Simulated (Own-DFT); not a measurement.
# Point defects and the pressure they add: wurtzite GaN

The numbers are computed, not measured, by runs of the plane-wave DFT program Own-DFT (in-house, retired, unreviewed) at fixed positions, with no spin and no spin-orbit coupling.

All runs used: PBE; PseudoDojo norm-conserving scalar-relativistic files; cutoff 42 hartree; 4 x 4 x 3 k mesh centred on Gamma; Fermi-Dirac smearing of 0.1 eV.

Keep in mind (not all hold for every row): not probed for a lower state with spin; forces not confirmed at this smearing and k mesh; stress not checked against mesh or cutoff.

All runs share one cell, with vectors in Å (9.567, 0.000, 0.000); (-4.784, 8.285, 0.000); (0.000, 0.000, 10.370) and a volume of 822.0 Å³. u is the rms random offset of the atoms per axis. The defect's site can differ from row to row.

| cell | formula | u (Å) | P (GPa) |
|---|---|---|---|
| no defect | Ga36N36 | 0.0198 | 5.95 |
| no defect | Ga36N36 | 0.0512 | 7.90 |
| no defect | Ga36N36 | 0.0515 | 7.72 |
| one N on a Ga site | Ga35N37 | 0.0293 | ? |
| one N on a Ga site | Ga35N37 | 0.0319 | 5.55 |
| one N on a Ga site | Ga35N37 | 0.0522 | 6.77 |
| one N on a Ga site | Ga35N37 | 0.0524 | 6.81 |
| one Ga on an N site | Ga37N35 | 0.0293 | 11.86 |
| one Ga on an N site | Ga37N35 | 0.0457 | 12.83 |
| one Ga on an N site | Ga37N35 | 0.0513 | 13.42 |

## Working it out

P = P0 + c u² + a shift for each defect gives P0 = 5.67 GPa, c = 806 ± 38 GPa/Å² and a scatter of 0.10 GPa. The shifts, and each times the cell's volume:

- one Ga on an N site: 5.53 ± 0.08 GPa, 28.4 eV
- one N on a Ga site: -1.04 ± 0.08 GPa, -5.3 eV

Positive is outwards. The product with the volume (160.2 GPa Å³ to the eV) is nearly free of the cell's size; divided by the bulk modulus at the cell's pressure it gives the volume that the defect adds. The atoms around the defects weren't relaxed, which would change these numbers.

## The run left out

The question: what pressure belongs in the blank (one N on a Ga site, u = 0.0293 Å)?

Estimate: 5.32 ± 0.13 GPa. The run itself gave 5.52 GPa.
